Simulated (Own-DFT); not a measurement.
# Response to strain: 2H SiC, 32 atoms (C16Si16)

These are calculations, not measurements. The program, named Own-DFT, is a retired in-house plane-wave density functional code that no person has reviewed. Each row is one single-point run on a periodic cell that was not relaxed, without spin or spin-orbit coupling.

Settings of every run: PBE; PseudoDojo norm-conserving scalar-relativistic files; cutoff 42 hartree; 5 x 5 x 3 k mesh centred on Gamma; Fermi-Dirac smearing of 0.1 eV.

Known limits: forces on such cells passed a denser k mesh, each cell not checked; stress not checked against mesh or cutoff.

Unstrained cell vectors in Å: (6.165, 0.000, 0.000); (-3.083, 5.339, 0.000); (0.000, 0.000, 10.068). The unstrained cell has measured lattice constants (interpolated for alloys), not those of this functional. That, the random moves and any unrelaxed bonds set the pressure at no strain. Each run strains this cell uniformly, with the atoms carried along. Every atom was also moved at random, by a Gaussian of width 0.05 Å on each axis. Strain is the symmetric tensor, in per cent. Stress is positive in tension, and the pressure is minus a third of its trace.

```
run  e_xx (%)  e_yy (%)  e_zz (%)  e_yz (%)  e_xz (%)  e_xy (%)  s_xx (GPa)  s_yy (GPa)  s_zz (GPa)  s_yz (GPa)  s_xz (GPa)  s_xy (GPa)  P (GPa)  E (meV/atom)
  1     -0.65      0.10      0.84      0.15      1.75      1.12       -8.24       -1.18       -4.87        0.29        6.46        7.09     4.76          14.9
  2      0.72     -0.73     -0.13      0.95      0.83      1.67       -1.17      -10.03       -6.99        4.86        2.74        7.76     6.06          26.7
  3     -1.39     -0.17     -0.40      1.66      1.91      1.70      -12.22       -7.95      -11.50        7.68        7.30        7.22    10.55          39.6
  4      0.83      0.77     -1.31     -0.21     -1.90      0.39        1.30       -0.55      -12.74       -0.50       -5.85        0.72     4.00           0.0
  5      0.97      0.06     -0.79     -1.48     -0.78      0.77        1.64       -2.31      -14.25       -5.52       -2.12        2.02     4.97          13.8
  6      0.79      0.86      0.79      1.96      1.41      0.94        0.83        1.38       -4.11        6.93        5.93        3.25     0.63          37.6
  7      1.97      1.51     -0.56      1.14      0.97      0.78        7.38        5.11      -13.61        4.68        2.76        4.43     0.37          46.5
  8      0.67     -0.10     -0.21      0.28     -0.54     -0.95       -1.72       -2.60      -11.50       -0.02       -1.36       -5.64     5.27          31.9
  9      0.29      1.39     -1.77     -1.38     -1.63      1.80       -2.80        3.04      -17.33       -3.95       -5.12        8.62     5.70          24.3
 10      1.56     -1.97      1.53      1.81     -0.09      1.75        1.36      -11.43        2.13        5.41       -0.58        7.70     2.65          20.9
 11     -1.51      0.19      1.58      1.47     -0.79     -1.64      -12.27       -2.40       -0.25        5.13       -1.07       -5.50     4.97          40.8
 12     -1.52      0.37      1.50     -1.69     -0.86     -1.41      -12.00       -2.81        0.40       -6.19       -2.60       -5.90     4.81          30.7
 13      1.29      1.77      0.27      1.31     -1.61     -1.92        5.84        2.58       -4.44        4.07       -5.41       -6.37    -1.33          41.5
 14     -1.78     -1.69     -1.54     -1.38     -0.85      1.35      -18.36      -17.26      -20.56       -6.48       -3.84        5.91    18.73          68.5
 15      1.42      1.14      1.83      1.94     -1.07      1.47        1.71        4.08        5.62        5.70       -3.48        6.98    -3.80          18.4
 16     -1.21     -1.13      1.61     -0.33     -1.18     -0.35      -13.23       -9.12        0.34        0.14       -5.56        0.84     7.34          29.8
 17      1.41      0.98      0.88      1.86      1.69      1.73        3.08        2.81       -0.43        5.06        5.23        7.81    -1.82          27.5
 18      1.52     -1.48      1.67     -1.05     -1.89      0.87           ?           ?           ?           ?           ?           ?        ?             ?
```

E is the free energy for each atom above the lowest run shown.

## Worked fit

Each stress component was fitted by least squares to a constant and the strains of the runs shown, as fractions, with shears doubled. Shear strains stay in the fit of a normal stress only where such slopes are resolved. The slopes, in GPa:

```
stress  at no strain  per e_xx  per e_yy  per e_zz  scatter
  s_xx          -4.9  542 ± 25  128 ± 30    1 ± 25     1.17
  s_yy          -4.3   83 ± 37  513 ± 43   90 ± 36     1.71
  s_zz          -8.5   72 ± 40   35 ± 47  622 ± 39     1.85
```

Each shear stress against twice its own strain: yz 182 ± 18, xz 172 ± 11, xy 222 ± 17 GPa. These are stiffnesses along x, y and z of the frame in which the cell vectors are given, which need not be the crystal's axes. The atoms are held to the strained lattice; where symmetry lets them move under strain, relaxing them would lower some slopes. The table should be nearly symmetric about its diagonal, and what it lacks of that shows the noise. A ninth of its sum, 232 ± 7 GPa, estimates the bulk modulus near the mean pressure of these runs, 4.3 GPa, so it lies above the value at zero pressure.

## Withheld run

Question: what normal stresses and pressure should run 18 give?

The fit gives s_xx = 1.4, s_yy = -9.1, s_zz = 2.5 and P = 1.7 GPa. The calculation gave 4.49, -9.30, 0.52 and P = 1.43 GPa.
